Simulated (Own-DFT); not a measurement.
# Strain and stress in 2H SiC, 32 atoms (C16Si16)

These are calculations, not measurements. The program, named Own-DFT, is a retired in-house plane-wave density functional code that no person has reviewed. Each row is one single-point run on a periodic cell that was not relaxed, without spin or spin-orbit coupling.

Settings of every run: PBE; PseudoDojo norm-conserving scalar-relativistic files; cutoff 42 hartree; 5 x 5 x 3 k mesh centred on Gamma; Fermi-Dirac smearing of 0.1 eV.

Known limits: forces on such cells passed a denser k mesh, each cell not checked; stress not checked against mesh or cutoff.

Unstrained cell vectors in Å: (6.165, 0.000, 0.000); (-3.083, 5.339, 0.000); (0.000, 0.000, 10.068). The unstrained cell has measured lattice constants (interpolated for alloys), not those of this functional. That, the random moves and any unrelaxed bonds set the pressure at no strain. Each run strains this cell uniformly, with the atoms carried along. Every atom was also moved at random, by a Gaussian of width 0.05 Å on each axis. Strain is the symmetric tensor, in per cent. Stress is positive in tension, and the pressure is minus a third of its trace.

| run | e_xx (%) | e_yy (%) | e_zz (%) | e_yz (%) | e_xz (%) | e_xy (%) | s_xx (GPa) | s_yy (GPa) | s_zz (GPa) | s_yz (GPa) | s_xz (GPa) | s_xy (GPa) | P (GPa) | E (meV/atom) |
|---|---|---|---|---|---|---|---|---|---|---|---|---|---|---|
| 1 | -1.86 | 0.86 | 0.41 | 0.19 | -1.79 | -1.66 | -14.53 | -0.16 | -6.28 | 0.47 | -5.16 | -9.65 | 6.99 | 21.9 |
| 2 | 0.06 | -1.36 | -1.81 | 0.38 | -1.09 | -1.08 | -7.73 | -12.75 | -20.24 | -0.02 | -6.47 | -6.56 | 13.57 | 54.3 |
| 3 | 1.06 | -0.44 | -1.86 | -1.29 | 1.51 | 0.69 | 1.06 | -6.73 | -17.78 | -5.20 | 4.50 | 3.71 | 7.82 | 22.6 |
| 4 | -1.80 | 1.10 | -1.65 | -1.50 | -0.84 | -1.39 | -14.18 | -0.55 | -17.39 | -4.26 | -3.79 | -6.27 | 10.71 | 37.1 |
| 5 | -1.18 | 1.74 | -1.68 | 1.15 | 1.46 | 1.87 | -10.37 | 3.05 | -15.41 | 3.41 | 4.93 | 9.23 | 7.58 | 31.3 |
| 6 | 1.27 | -0.90 | -0.76 | 0.23 | -1.94 | -1.65 | 0.79 | -8.49 | -13.84 | 1.25 | -6.81 | -8.49 | 7.18 | 46.5 |
| 7 | 1.98 | 0.16 | -1.76 | -0.69 | -0.61 | -0.34 | 5.18 | -2.58 | -15.13 | -2.96 | -3.03 | -1.84 | 4.17 | 8.4 |
| 8 | 0.95 | 1.06 | -1.44 | 1.62 | -0.15 | 0.28 | 4.25 | 0.25 | -15.03 | 6.50 | 0.09 | 0.57 | 3.51 | 14.8 |
| 9 | 0.71 | -1.55 | 1.50 | -0.44 | 0.27 | -0.43 | -0.31 | -10.72 | 1.19 | -1.56 | 1.55 | 0.30 | 3.28 | 0.0 |
| 10 | -1.81 | -0.84 | -1.95 | -0.15 | 0.84 | 0.88 | -16.52 | -12.45 | -22.79 | 0.36 | 1.26 | 5.02 | 17.25 | 66.5 |
| 11 | 1.10 | 0.62 | 0.78 | -0.76 | -0.36 | 0.01 | 2.59 | -1.28 | -4.04 | -3.46 | -2.23 | -0.91 | 0.91 | 44.6 |
| 12 | 1.95 | -1.55 | 0.37 | 0.84 | -1.86 | 1.09 | 3.49 | -12.82 | -3.38 | 2.06 | -6.00 | 4.02 | 4.23 | 45.0 |
| 13 | 1.31 | -0.92 | 0.32 | 1.40 | 1.63 | -1.58 | 0.81 | -7.83 | -4.84 | 6.10 | 5.58 | -6.34 | 3.95 | 41.0 |
| 14 | 0.09 | -1.03 | -1.82 | -1.48 | 0.87 | 0.30 | -3.38 | -10.37 | -20.50 | -4.24 | 2.63 | -0.12 | 11.42 | 16.1 |
| 15 | -0.27 | -2.00 | 1.36 | -1.28 | 1.43 | 0.33 | -9.79 | -12.64 | -0.41 | -2.93 | 6.43 | 1.08 | 7.61 | 32.0 |
| 16 | -0.83 | -0.31 | -0.21 | 1.88 | -0.62 | -0.06 | -8.45 | -8.92 | -9.29 | 5.09 | -2.04 | -0.17 | 8.89 | 45.4 |
| 17 | 1.98 | 1.38 | -1.26 | -1.34 | 1.40 | -1.28 | 6.48 | 3.35 | -14.46 | -4.88 | 4.30 | -4.37 | 1.54 | 49.8 |
| 18 | -0.02 | 0.30 | -1.73 | -0.79 | 0.76 | 1.84 | ? | ? | ? | ? | ? | ? | ? | ? |

E is the free energy for each atom above the lowest run shown.

## Worked fit

Each stress component was fitted by least squares to a constant and the strains of the runs shown, as fractions, with shears doubled. Shear strains stay in the fit of a normal stress only where such slopes are resolved. The slopes, in GPa:

```
stress  at no strain  per e_xx  per e_yy  per e_zz  scatter
  s_xx          -4.7  558 ± 28  118 ± 35   17 ± 33     1.48
  s_yy          -4.5   64 ± 21  519 ± 26   61 ± 24     1.11
  s_zz          -7.7   70 ± 27   72 ± 33  608 ± 31     1.44
```

Each shear stress against twice its own strain: yz 170 ± 11, xz 176 ± 10, xy 224 ± 15 GPa. These are stiffnesses along x, y and z of the frame in which the cell vectors are given, which need not be the crystal's axes. The atoms are held to the strained lattice; where symmetry lets them move under strain, relaxing them would lower some slopes. The table should be nearly symmetric about its diagonal, and what it lacks of that shows the noise. A ninth of its sum, 232 ± 9 GPa, estimates the bulk modulus near the mean pressure of these runs, 7.1 GPa, so it lies above the value at zero pressure.

## Withheld run

Question: what normal stresses and pressure should run 18 give?

The fit gives s_xx = -4.8, s_yy = -4.1, s_zz = -18.0 and P = 8.9 GPa. The calculation gave -4.46, -2.30, -21.86 and P = 9.54 GPa.
